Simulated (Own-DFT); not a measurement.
GaP (zincblende, strained, atoms displaced), SiC (4H silicon carbide, strained, atoms displaced) (calculated)

Computed with Own-DFT development build. A calculation, not a measurement: plane-wave PBE density functional theory by an unreviewed code, no spin, of a simulated periodic cell, stress positive in tension, free energy of the whole cell less one offset for each atom, forces on such cells passed a denser k mesh, this cell's mesh not checked; offsets are fitted by least squares, one for each functional and potential file, so energies compare only between cells with the same atoms and settings and are not formation energies; the far tail of each file's local potential was reset to the Coulomb form; each entry is a single point on an unrelaxed cell, so the pressure reflects the starting lattice, mostly measured values (interpolated for alloys), from which strain is counted, and rises with the displacements; printed positions are rounded, which can move forces by about a meV/angstrom; the program, named Own-DFT, is a retired in-house code; no spin-orbit coupling.

Common to all runs: functional PBE; potential files PseudoDojo norm-conserving, scalar-relativistic, standard set; wave cutoff 42 hartree; occupations Fermi-Dirac; smearing width 0.1 eV.

(1) 
```cif
# cell vector a (Å): 10.8620 0.0000 0.0000
# cell vector b (Å): 0.0000 10.8620 0.0000
# cell vector c (Å): 0.0000 0.0000 10.9439
data_GaP
_symmetry_space_group_name_H-M 'P 1'
_symmetry_Int_Tables_number 1
_cell_length_a 10.8620
_cell_length_b 10.8620
_cell_length_c 10.9439
_cell_angle_alpha 90.000
_cell_angle_beta 90.000
_cell_angle_gamma 90.000
_cell_volume 1291.19
loop_
_atom_site_label
_atom_site_type_symbol
_atom_site_fract_x
_atom_site_fract_y
_atom_site_fract_z
_atom_site_occupancy
Ga1 Ga 0.99919 0.99778 0.00387 1
Ga2 Ga 0.99658 0.23978 0.25085 1
Ga3 Ga 0.25577 0.99957 0.25264 1
Ga4 Ga 0.25951 0.25131 0.01035 1
P1 P 0.12208 0.13593 0.12645 1
P2 P 0.11703 0.37616 0.36983 1
P3 P 0.37886 0.13151 0.37842 1
P4 P 0.36573 0.38489 0.12361 1
Ga5 Ga 0.99577 0.00279 0.50143 1
Ga6 Ga 0.00473 0.25655 0.75108 1
Ga7 Ga 0.24788 0.00447 0.75126 1
Ga8 Ga 0.24857 0.25173 0.50477 1
P5 P 0.12892 0.12536 0.62720 1
P6 P 0.12736 0.36911 0.88737 1
P7 P 0.37602 0.12734 0.86281 1
P8 P 0.38006 0.36849 0.62401 1
Ga9 Ga 0.99553 0.50574 0.99168 1
Ga10 Ga 0.99813 0.74254 0.24726 1
Ga11 Ga 0.24949 0.50788 0.25957 1
Ga12 Ga 0.24859 0.74887 0.00681 1
P9 P 0.12053 0.62825 0.12112 1
P10 P 0.11822 0.88474 0.36717 1
P11 P 0.37503 0.61420 0.39014 1
P12 P 0.38139 0.87254 0.11713 1
Ga13 Ga 0.99448 0.49759 0.50978 1
Ga14 Ga 0.99819 0.74463 0.76110 1
Ga15 Ga 0.24267 0.49801 0.74804 1
Ga16 Ga 0.25585 0.75301 0.51110 1
P13 P 0.11761 0.60773 0.62947 1
P14 P 0.12022 0.87796 0.86872 1
P15 P 0.38196 0.61552 0.87737 1
P16 P 0.37292 0.87482 0.63560 1
Ga17 Ga 0.49650 0.99293 0.00244 1
Ga18 Ga 0.51281 0.24830 0.24874 1
Ga19 Ga 0.74726 0.00594 0.23732 1
Ga20 Ga 0.74463 0.25604 0.99282 1
P17 P 0.61636 0.12340 0.12580 1
P18 P 0.62832 0.37324 0.37163 1
P19 P 0.88625 0.12579 0.36825 1
P20 P 0.88926 0.37326 0.13365 1
Ga21 Ga 0.50421 0.99654 0.51340 1
Ga22 Ga 0.52047 0.24942 0.74144 1
Ga23 Ga 0.75311 0.00688 0.75019 1
Ga24 Ga 0.74760 0.26161 0.48835 1
P21 P 0.62531 0.10364 0.62209 1
P22 P 0.63241 0.36805 0.86717 1
P23 P 0.88963 0.12879 0.87148 1
P24 P 0.88767 0.37270 0.62004 1
Ga25 Ga 0.49708 0.49839 0.99785 1
Ga26 Ga 0.50282 0.75384 0.25522 1
Ga27 Ga 0.75497 0.48993 0.26156 1
Ga28 Ga 0.75025 0.75222 0.00147 1
P25 P 0.63177 0.63340 0.12447 1
P26 P 0.62905 0.87009 0.37646 1
P27 P 0.88213 0.62390 0.37507 1
P28 P 0.88748 0.87067 0.12215 1
Ga29 Ga 0.50305 0.49779 0.49085 1
Ga30 Ga 0.50300 0.75487 0.74846 1
Ga31 Ga 0.75208 0.50268 0.74526 1
Ga32 Ga 0.73881 0.75872 0.49258 1
P29 P 0.61851 0.62943 0.62706 1
P30 P 0.62850 0.86944 0.87949 1
P31 P 0.88259 0.61224 0.86157 1
P32 P 0.86693 0.88538 0.62686 1
_calc_k_mesh '3 x 3 x 3 centred on Gamma'
_calc_free_energy_of_cell_above_offsets '-29.641'  # eV
_calc_pressure 4.34  # GPa
_calc_stress_xx -4.54  # GPa
_calc_stress_yy -4.49  # GPa
_calc_stress_zz -3.99  # GPa
_calc_stress_yz 0.97  # GPa
_calc_stress_xz -0.94  # GPa
_calc_stress_xy -0.48  # GPa
```

Force:
```tsv
element	x (eV/Å)	y (eV/Å)	z (eV/Å)
Ga	0.938	0.823	-0.51
Ga	1.281	1.526	-0.289
Ga	0.007	0.656	-0.639
Ga	-0.507	-0.843	-1.173
P	1.175	-1.835	-0.422
P	0.519	-0.134	0.858
P	0.355	-0.711	0.1
P	1.759	-0.22	1.281
Ga	0.5	-0.06	0.333
Ga	0.808	-0.337	0.078
Ga	-0.171	-0.311	0.056
Ga	-0.137	0.233	-0.826
P	-0.754	0.14	-0.433
P	0.15	0.626	-0.832
P	0.798	0.299	1.539
P	0.229	0.746	0.2
Ga	0.93	-1.255	1.247
Ga	0.585	0.618	0.481
Ga	-0.823	-0.424	-0.634
Ga	0.223	0.023	-1.367
P	0.448	-0.652	0.38
P	0.644	-1.385	0.995
P	-0.422	2.303	-1.567
P	-1.166	-0.389	1.84
Ga	0.9	0.481	-2.354
Ga	0.36	0.892	-1.97
Ga	1.278	-1.031	1.094
Ga	-1.434	-0.53	-0.661
P	0.653	2.684	-0.148
P	0.81	-0.314	1.072
P	-1.33	1.518	-1.112
P	0.14	0.37	-0.372
Ga	0.376	1.077	-1.544
Ga	-2.128	0.642	0.175
Ga	1.055	-0.888	0.981
Ga	1.834	-1.085	1.368
P	0.893	0.088	-1.585
P	-1.118	0.58	-0.025
P	-2.679	-0.777	1.103
P	-1.821	0.513	-1.311
Ga	-1.872	-1.159	-2.347
Ga	-1.459	-0.834	-0.43
Ga	0.295	-0.379	1.481
Ga	1.502	-2.139	1.396
P	1.631	3.392	0.464
P	-0.642	1.785	0.221
P	-1.712	-0.209	0.611
P	-2.665	-0.855	0.938
Ga	1.258	-0.294	0.605
Ga	-0.535	-0.879	-0.274
Ga	0.822	1.369	-1.631
Ga	1.214	-0.496	-0.44
P	-0.541	-1.763	0.769
P	-1.42	2.5	-1.433
P	-1.147	0.131	0.967
P	-1.789	0.24	0.255
Ga	0.454	-0.867	1.887
Ga	-0.471	-0.637	1.158
Ga	-0.266	-0.718	-0.868
Ga	2.281	-1.827	1.823
P	0.836	-0.638	-0.975
P	0.044	1.151	-0.654
P	-1.83	1.24	1.479
P	0.855	-1.769	-0.409
```

(2) 
```cif
# cell vector a (Å): 9.1030 0.1093 0.1586
# cell vector b (Å): -4.4568 7.8251 0.0053
# cell vector c (Å): 0.1727 0.1064 9.9621
data_SiC
_symmetry_space_group_name_H-M 'P 1'
_symmetry_Int_Tables_number 1
_cell_length_a 9.1050
_cell_length_b 9.0053
_cell_length_c 9.9642
_cell_angle_alpha 89.926
_cell_angle_beta 88.002
_cell_angle_gamma 118.970
_cell_volume 714.18
loop_
_atom_site_label
_atom_site_type_symbol
_atom_site_fract_x
_atom_site_fract_y
_atom_site_fract_z
_atom_site_occupancy
Si1 Si 0.00952 0.00426 0.40093 1
Si2 Si 0.11626 0.21794 0.16874 1
C1 C 0.00253 0.99913 0.09362 1
C2 C 0.11431 0.23158 0.33977 1
Si3 Si 0.00020 0.32950 0.41084 1
Si4 Si 0.11820 0.56161 0.14493 1
C3 C 0.99499 0.32712 0.09234 1
C4 C 0.10573 0.54322 0.34298 1
Si5 Si 0.99436 0.66696 0.40194 1
Si6 Si 0.10180 0.87694 0.15258 1
C5 C 0.99687 0.66261 0.08919 1
C6 C 0.10732 0.88893 0.35158 1
Si7 Si 0.32915 0.99344 0.40486 1
Si8 Si 0.44491 0.21439 0.16023 1
C7 C 0.32988 0.99526 0.09267 1
C8 C 0.45181 0.22074 0.35134 1
Si9 Si 0.33175 0.33683 0.40597 1
Si10 Si 0.43821 0.55685 0.15806 1
C9 C 0.33799 0.33379 0.09213 1
C10 C 0.44570 0.55314 0.34673 1
Si11 Si 0.33612 0.66375 0.39590 1
Si12 Si 0.44177 0.87632 0.14784 1
C11 C 0.33321 0.66289 0.10053 1
C12 C 0.44950 0.89255 0.35250 1
Si13 Si 0.66936 0.00346 0.40390 1
Si14 Si 0.77949 0.21974 0.16654 1
C13 C 0.67245 0.99175 0.09719 1
C14 C 0.78605 0.23366 0.34873 1
Si15 Si 0.66254 0.33587 0.41418 1
Si16 Si 0.78360 0.56087 0.14350 1
C15 C 0.66873 0.32994 0.08277 1
C16 C 0.77756 0.55017 0.35246 1
Si17 Si 0.66983 0.66866 0.40033 1
Si18 Si 0.78315 0.88644 0.16068 1
C17 C 0.66408 0.66187 0.09431 1
C18 C 0.77611 0.88676 0.34691 1
Si19 Si 0.00325 0.00533 0.90800 1
Si20 Si 0.88522 0.78266 0.65619 1
C19 C 0.00430 0.99794 0.59857 1
C20 C 0.89011 0.77521 0.83840 1
Si21 Si 0.01142 0.67747 0.90866 1
Si22 Si 0.89263 0.44552 0.65797 1
C21 C 0.99103 0.66195 0.58052 1
C22 C 0.88642 0.44560 0.84425 1
Si23 Si 0.99817 0.32768 0.90672 1
Si24 Si 0.88034 0.11643 0.65872 1
C23 C 0.99541 0.32952 0.59646 1
C24 C 0.88922 0.10718 0.84572 1
Si25 Si 0.66367 0.00065 0.90379 1
Si26 Si 0.55548 0.78712 0.66269 1
C25 C 0.67219 0.00398 0.59542 1
C26 C 0.55188 0.77175 0.84674 1
Si27 Si 0.66222 0.67105 0.90370 1
Si28 Si 0.54150 0.43743 0.65392 1
C27 C 0.66582 0.66811 0.59500 1
C28 C 0.55870 0.44066 0.83297 1
Si29 Si 0.65867 0.33453 0.90846 1
Si30 Si 0.55651 0.11267 0.65236 1
C29 C 0.65813 0.32490 0.59375 1
C30 C 0.55851 0.12204 0.84538 1
Si31 Si 0.33061 0.00051 0.90786 1
Si32 Si 0.20599 0.77551 0.66522 1
C31 C 0.33238 0.01043 0.59649 1
C32 C 0.23462 0.78716 0.85351 1
Si33 Si 0.33317 0.66607 0.91450 1
Si34 Si 0.23125 0.44676 0.64901 1
C33 C 0.33156 0.67574 0.59075 1
C34 C 0.22774 0.44654 0.84634 1
Si35 Si 0.33511 0.33067 0.90869 1
Si36 Si 0.20299 0.09942 0.65997 1
C35 C 0.31838 0.32095 0.59776 1
C36 C 0.21064 0.11386 0.82996 1
_calc_hardware 'one NVIDIA H100'
_calc_k_mesh '4 x 4 x 3 centred on Gamma'
_calc_free_energy_of_cell_above_offsets '-3.026'  # eV
_calc_pressure 15.71  # GPa
_calc_stress_xx -15.83  # GPa
_calc_stress_yy -16.51  # GPa
_calc_stress_zz -14.8  # GPa
_calc_stress_yz 3.95  # GPa
_calc_stress_xz 5.37  # GPa
_calc_stress_xy 5.65  # GPa
_calc_wall_time 341.3  # s
```

Force:
```tsv
element	x (eV/Å)	y (eV/Å)	z (eV/Å)
Si	-2.885	0.311	2.509
Si	-1.161	0.908	-5.173
C	0.229	0.031	0.659
C	1.54	-1.586	3.09
Si	-1.356	0.737	0.088
Si	-1.898	-3.804	2.912
C	1.532	0.763	0.684
C	0.254	2.953	-1.261
Si	1.556	-1.32	-0.034
Si	0.834	1.836	1.344
C	1.239	1.049	0.49
C	2.147	-0.716	-3.208
Si	-0.193	0.905	1.821
Si	0.317	1.357	-0.212
C	0.103	-0.5	0.625
C	-1.942	-0.174	-1.568
Si	1.072	-1.643	1.003
Si	3.191	-1.899	0.461
C	-0.241	-0.643	1.383
C	0.868	0.571	-1.246
Si	-2.319	0.755	2.678
Si	0.324	3.611	2.548
C	-0.231	0.379	-1.959
C	0.127	-1.042	-2.755
Si	-0.297	0.41	0.945
Si	-0.549	0.137	-2.245
C	-1.768	0.742	-0.588
C	-0.437	-1.733	0.211
Si	1.272	-0.829	-0.627
Si	-1.238	-3.336	2.589
C	-0.225	0.057	3.951
C	-0.588	1.355	-3.107
Si	-0.362	-0.913	2.3
Si	-0.537	-0.487	-0.725
C	-0.666	1.082	-0.488
C	1.412	1.483	-0.709
Si	-0.552	-1.626	-0.683
Si	0.422	-2.116	-0.963
C	-3.691	0.392	-2.673
C	-0.327	1.057	2.042
Si	-1.319	-2.076	-2.038
Si	-2.144	0.084	-0.295
C	0.387	0.734	3.609
C	1.064	0.681	0.493
Si	-0.354	0.85	-0.303
Si	2.748	-1.347	0.479
C	1.475	1.231	-0.569
C	-1.441	0.343	-0.399
Si	0.487	0.305	1.146
Si	-0.119	-2.062	-1.866
C	-0.839	-0.269	-0.638
C	-1.469	2.059	0.122
Si	2.744	-1.904	0.128
Si	1.128	0.514	-0.805
C	-1.024	-0.181	-0.509
C	-2.144	1.181	2.589
Si	2.079	0.567	-2.14
Si	-1.42	-0.922	1.345
C	0.61	2.335	0.551
C	-0.08	-2.352	-0.559
Si	-0.123	2.316	-1.036
Si	1.551	0.712	-2.347
C	0.66	-2.299	-0.198
C	-1.073	-1.571	-1.006
Si	0.522	-0.955	-1.723
Si	-3.014	1.235	2.069
C	0.635	-0.721	0.447
C	-0.798	0.063	-0.187
Si	-0.242	0.262	-1.637
Si	2.44	1.851	-2.463
C	1.695	0.764	-2.091
C	2.401	0.058	5.721
```

(3) 
```cif
# cell vector a (Å): 10.8620 0.0000 0.0000
# cell vector b (Å): 0.0000 10.8620 0.0000
# cell vector c (Å): 0.0000 0.0000 10.9439
data_GaP
_symmetry_space_group_name_H-M 'P 1'
_symmetry_Int_Tables_number 1
_cell_length_a 10.8620
_cell_length_b 10.8620
_cell_length_c 10.9439
_cell_angle_alpha 90.000
_cell_angle_beta 90.000
_cell_angle_gamma 90.000
_cell_volume 1291.19
loop_
_atom_site_label
_atom_site_type_symbol
_atom_site_fract_x
_atom_site_fract_y
_atom_site_fract_z
_atom_site_occupancy
Ga1 Ga 0.99359 0.99576 0.00879 1
Ga2 Ga 0.99921 0.24691 0.24273 1
Ga3 Ga 0.24616 0.99890 0.25464 1
Ga4 Ga 0.24205 0.24790 0.99927 1
P1 P 0.11789 0.12528 0.12135 1
P2 P 0.12099 0.38375 0.37345 1
P3 P 0.36819 0.12684 0.36149 1
P4 P 0.36661 0.37303 0.12233 1
Ga5 Ga 0.98382 0.00453 0.49488 1
Ga6 Ga 0.00219 0.25374 0.75879 1
Ga7 Ga 0.24111 0.00054 0.74083 1
Ga8 Ga 0.24605 0.23494 0.49677 1
P5 P 0.11895 0.12292 0.63332 1
P6 P 0.12300 0.37351 0.87755 1
P7 P 0.37691 0.12638 0.86857 1
P8 P 0.37195 0.38065 0.61077 1
Ga9 Ga 0.00461 0.48935 0.99327 1
Ga10 Ga 0.00110 0.75187 0.24884 1
Ga11 Ga 0.25918 0.49590 0.26385 1
Ga12 Ga 0.25545 0.76226 0.00085 1
P9 P 0.13614 0.61572 0.13608 1
P10 P 0.11762 0.86624 0.37873 1
P11 P 0.37918 0.62302 0.36875 1
P12 P 0.36630 0.87971 0.11386 1
Ga13 Ga 0.00216 0.50455 0.50267 1
Ga14 Ga 0.99540 0.74733 0.75655 1
Ga15 Ga 0.24368 0.49002 0.74106 1
Ga16 Ga 0.25602 0.75517 0.48624 1
P13 P 0.12434 0.62203 0.62576 1
P14 P 0.13565 0.89308 0.86092 1
P15 P 0.37413 0.61736 0.86651 1
P16 P 0.37969 0.86715 0.62406 1
Ga17 Ga 0.49707 0.98552 0.99987 1
Ga18 Ga 0.49747 0.24948 0.25241 1
Ga19 Ga 0.75110 0.98903 0.24789 1
Ga20 Ga 0.73923 0.25316 0.00635 1
P17 P 0.62523 0.12189 0.12495 1
P18 P 0.61510 0.36944 0.36559 1
P19 P 0.88463 0.12707 0.36598 1
P20 P 0.87146 0.36548 0.13504 1
Ga21 Ga 0.50672 0.99483 0.50309 1
Ga22 Ga 0.50162 0.26124 0.75350 1
Ga23 Ga 0.74013 0.99600 0.75031 1
Ga24 Ga 0.75556 0.24763 0.49747 1
P21 P 0.63471 0.13263 0.62589 1
P22 P 0.62316 0.37546 0.86879 1
P23 P 0.87780 0.13170 0.87645 1
P24 P 0.86551 0.36482 0.61824 1
Ga25 Ga 0.50064 0.49143 0.99988 1
Ga26 Ga 0.49725 0.74624 0.25698 1
Ga27 Ga 0.74363 0.49560 0.24494 1
Ga28 Ga 0.75682 0.76169 0.99343 1
P25 P 0.62715 0.61212 0.12247 1
P26 P 0.64078 0.87973 0.37357 1
P27 P 0.87670 0.63613 0.37773 1
P28 P 0.86247 0.87899 0.12990 1
Ga29 Ga 0.49030 0.50244 0.49178 1
Ga30 Ga 0.48668 0.74519 0.74508 1
Ga31 Ga 0.74292 0.48947 0.75494 1
Ga32 Ga 0.74699 0.75496 0.49999 1
P29 P 0.63614 0.62840 0.61734 1
P30 P 0.61385 0.87748 0.86933 1
P31 P 0.87245 0.62724 0.87081 1
P32 P 0.87871 0.87174 0.62059 1
_calc_hardware 'one NVIDIA H100'
_calc_k_mesh '3 x 3 x 3 centred on Gamma'
_calc_free_energy_of_cell_above_offsets '-29.553'  # eV
_calc_pressure 4.35  # GPa
_calc_stress_xx -4.43  # GPa
_calc_stress_yy -4.5  # GPa
_calc_stress_zz -4.13  # GPa
_calc_stress_yz 0.73  # GPa
_calc_stress_xz 0.58  # GPa
_calc_stress_xy -1.15  # GPa
_calc_wall_time 568.2  # s
```

Force:
```tsv
element	x (eV/Å)	y (eV/Å)	z (eV/Å)
Ga	0.186	0.538	-1.338
Ga	1.092	0.668	0.67
Ga	-0.893	-0.436	-0.799
Ga	0.784	-0.515	-0.205
P	0.779	-0.643	0.46
P	0.034	-1.608	0.367
P	0.871	-0.882	1.652
P	0.587	-0.245	0.251
Ga	1.576	-0.518	0.921
Ga	-0.779	-0.223	-1.045
Ga	2.943	1.158	-1.046
Ga	-0.473	1.134	0.111
P	-0.571	0.551	-1.696
P	0.976	-0.147	-0.93
P	-0.333	-0.18	0.317
P	-0.148	-1.479	0.919
Ga	-1.1	1.485	1.835
Ga	-0.183	-0.881	-0.709
Ga	-0.594	-0.468	-1.266
Ga	-1.588	-2.276	-1.688
P	-0.897	1.047	-1.461
P	0.269	1.792	-0.286
P	-0.554	0.846	0.836
P	1.137	0.062	3.002
Ga	-1.051	-0.204	-0.143
Ga	1.329	0.775	-0.95
Ga	0.341	0.545	0.39
Ga	-0.204	-0.982	1.255
P	0.311	1.016	-0.03
P	-2.711	-3.033	3.104
P	-0.547	-0.047	0.99
P	-1.2	1.412	-1.031
Ga	0.314	2.258	-0.24
Ga	-0.42	-0.46	-1.678
Ga	-0.335	3.124	0.368
Ga	0.955	-0.368	-0.685
P	-0.833	-0.654	0.265
P	1.171	0.765	1.574
P	-1.742	-0.209	0.017
P	-0.19	1.234	-1.626
Ga	-0.076	0.959	-0.305
Ga	-0.944	-1.003	-1.571
Ga	1.483	0.579	-0.171
Ga	-0.961	-0.482	-1.568
P	-1.38	-0.515	-0.116
P	-0.085	-0.241	1.965
P	-1.164	-0.998	0.553
P	1.804	1.691	1.381
Ga	-0.636	0.562	-0.23
Ga	1.234	0.937	-1.687
Ga	0.999	0.205	1.272
Ga	-1.375	-1.127	-0.057
P	-0.456	2.022	-0.602
P	-2.594	-0.859	0.486
P	-0.595	-1.324	-0.445
P	2.42	-1.597	-1.206
Ga	1.99	-0.007	0.592
Ga	1.821	-0.968	0.301
Ga	1.191	1.405	-1.685
Ga	1.171	-0.21	-0.084
P	-1.858	-1.041	0.91
P	0.597	-1.273	-0.064
P	-0.056	-1.019	0.909
P	-0.838	0.355	0.969
```

(4) 
```cif
# cell vector a (Å): 9.3400 -0.0033 0.0941
# cell vector b (Å): -4.6729 8.1549 -0.0303
# cell vector c (Å): 0.1024 0.0210 10.1393
data_SiC
_symmetry_space_group_name_H-M 'P 1'
_symmetry_Int_Tables_number 1
_cell_length_a 9.3405
_cell_length_b 9.3989
_cell_length_c 10.1398
_cell_angle_alpha 90.369
_cell_angle_beta 88.844
_cell_angle_gamma 119.834
_cell_volume 772.04
loop_
_atom_site_label
_atom_site_type_symbol
_atom_site_fract_x
_atom_site_fract_y
_atom_site_fract_z
_atom_site_occupancy
Si1 Si 0.99176 0.99229 0.40734 1
Si2 Si 0.10561 0.22086 0.16443 1
C1 C 0.99260 0.00245 0.09434 1
C2 C 0.11657 0.23513 0.33949 1
Si3 Si 0.99649 0.33109 0.40233 1
Si4 Si 0.11372 0.56409 0.16043 1
C3 C 0.00680 0.33589 0.09325 1
C4 C 0.10250 0.55687 0.34464 1
Si5 Si 0.00016 0.66743 0.40256 1
Si6 Si 0.11342 0.89435 0.15340 1
C5 C 0.00499 0.67804 0.08846 1
C6 C 0.09816 0.88268 0.34658 1
Si7 Si 0.33854 0.00042 0.41497 1
Si8 Si 0.44678 0.23050 0.15020 1
C7 C 0.33338 0.00340 0.08555 1
C8 C 0.44903 0.22414 0.34486 1
Si9 Si 0.33959 0.34183 0.40962 1
Si10 Si 0.44433 0.56354 0.15477 1
C9 C 0.32722 0.34054 0.09736 1
C10 C 0.45242 0.55256 0.34775 1
Si11 Si 0.33481 0.66933 0.40817 1
Si12 Si 0.44068 0.88290 0.15531 1
C11 C 0.32654 0.66760 0.09669 1
C12 C 0.45271 0.89594 0.35106 1
Si13 Si 0.66092 0.99944 0.40219 1
Si14 Si 0.78152 0.22580 0.16085 1
C13 C 0.66056 0.99612 0.08791 1
C14 C 0.77925 0.22444 0.34729 1
Si15 Si 0.67068 0.33533 0.40951 1
Si16 Si 0.78324 0.56649 0.15935 1
C15 C 0.67631 0.33923 0.09440 1
C16 C 0.77822 0.55098 0.34360 1
Si17 Si 0.67204 0.66808 0.41226 1
Si18 Si 0.77713 0.88489 0.15286 1
C17 C 0.66726 0.67032 0.09411 1
C18 C 0.77788 0.89190 0.35404 1
Si19 Si 0.00786 0.00492 0.91254 1
Si20 Si 0.88497 0.77062 0.64788 1
C19 C 0.99938 0.99576 0.59036 1
C20 C 0.89505 0.78274 0.84878 1
Si21 Si 0.00109 0.66148 0.91025 1
Si22 Si 0.88071 0.44538 0.66026 1
C21 C 0.00458 0.66664 0.59693 1
C22 C 0.89420 0.44039 0.84991 1
Si23 Si 0.00608 0.34183 0.91253 1
Si24 Si 0.88519 0.10931 0.65745 1
C23 C 0.98834 0.33101 0.59460 1
C24 C 0.89129 0.10966 0.84278 1
Si25 Si 0.66306 0.99096 0.91147 1
Si26 Si 0.55628 0.77641 0.65272 1
C25 C 0.66105 0.99971 0.59834 1
C26 C 0.55137 0.77999 0.84705 1
Si27 Si 0.66771 0.66955 0.90288 1
Si28 Si 0.55831 0.44092 0.65975 1
C27 C 0.67059 0.66968 0.59855 1
C28 C 0.56491 0.44478 0.83974 1
Si29 Si 0.67471 0.33165 0.90310 1
Si30 Si 0.55803 0.10663 0.65739 1
C29 C 0.66404 0.32772 0.58465 1
C30 C 0.56134 0.11354 0.84804 1
Si31 Si 0.32828 0.99879 0.90589 1
Si32 Si 0.21669 0.76447 0.65266 1
C31 C 0.33921 0.00355 0.60317 1
C32 C 0.21979 0.77075 0.84417 1
Si33 Si 0.33014 0.67746 0.89986 1
Si34 Si 0.22322 0.45493 0.65020 1
C33 C 0.33568 0.66482 0.58936 1
C34 C 0.23120 0.44050 0.84939 1
Si35 Si 0.32595 0.33440 0.91318 1
Si36 Si 0.23184 0.11617 0.65223 1
C35 C 0.32855 0.32535 0.59283 1
C36 C 0.21939 0.10423 0.83419 1
_calc_hardware 'one NVIDIA H100'
_calc_k_mesh '4 x 4 x 3 centred on Gamma'
_calc_free_energy_of_cell_above_offsets '-7.364'  # eV
_calc_pressure -2.43  # GPa
_calc_stress_xx 1.91  # GPa
_calc_stress_yy 6.36  # GPa
_calc_stress_zz -0.98  # GPa
_calc_stress_yz 0.82  # GPa
_calc_stress_xz 2.86  # GPa
_calc_stress_xy 0.22  # GPa
_calc_wall_time 354.2  # s
```

Force:
```tsv
element	x (eV/Å)	y (eV/Å)	z (eV/Å)
Si	0.515	2.119	0.26
Si	0.279	0.622	-2.064
C	1.783	0.423	0.855
C	0.457	-1.525	2.38
Si	0.018	0.656	1.287
Si	-0.81	-1.177	-0.763
C	-1.186	0.395	1.411
C	2.1	0.017	0.195
Si	-0.806	-0.299	1.129
Si	-0.434	0.131	0.511
C	0.245	-0.914	2.002
C	2.035	1.037	-0.823
Si	-1.314	0.723	-0.841
Si	0.501	-0.298	0.964
C	-0.003	0.085	2.042
C	-0.477	-0.345	-0.138
Si	0.137	-1.952	-0.845
Si	0.348	-0.797	0.706
C	1.231	-0.624	-0.146
C	-1.376	1.864	-0.481
Si	0.302	-0.584	-1.446
Si	-0.444	1.599	0.216
C	0.976	0.507	-0.638
C	-1.864	-1.946	-1.703
Si	1.952	1.253	1.903
Si	-0.27	-0.358	-1.212
C	0.763	0.277	2.864
C	-0.073	-0.794	-0.642
Si	-0.673	-0.545	-2.229
Si	0.098	-1.324	-1.064
C	-0.847	0.265	-0.196
C	-0.228	1.201	0.793
Si	-0.314	-0.187	-0.857
Si	-1.385	0.763	1.105
C	-0.116	-0.635	-0.297
C	-0.572	-0.949	-2.053
Si	-1.222	-0.566	-2.295
Si	1.178	2.247	2.584
C	-0.037	0.504	0.454
C	-0.15	-0.826	-0.828
Si	-1.247	0.719	-1.492
Si	1.378	-0.618	-0.584
C	-1.244	-0.961	-1.254
C	-0.746	1.192	-1.054
Si	1.163	-2.11	-1.363
Si	0.698	-0.057	-0.015
C	1.194	0.729	-0.395
C	-0.247	0.303	1.272
Si	0.323	2.153	-2.14
Si	-0.268	0.886	1.233
C	1.492	-0.877	-1.485
C	0.67	-0.875	-1.041
Si	0.584	-0.282	0.172
Si	-0.893	-0.215	-1.259
C	-0.532	-1.559	-0.755
C	-0.832	-0.079	1.73
Si	-1.039	0.086	1.327
Si	-0.917	0.975	1.033
C	-0.095	0.727	3.214
C	-0.451	-0.887	-0.55
Si	0.938	0.403	-1.631
Si	0.073	2.454	1.242
C	0.13	-1.607	-1.327
C	-1.375	1.265	-1.019
Si	2.467	-2.696	1.846
Si	0.395	-3.522	1.546
C	-0.111	0.716	0.567
C	-3.096	2.532	-1.787
Si	2.94	-1.105	-1.104
Si	-1.897	-1.737	0.319
C	0.029	2.628	0.149
C	0.199	1.377	2.504
```
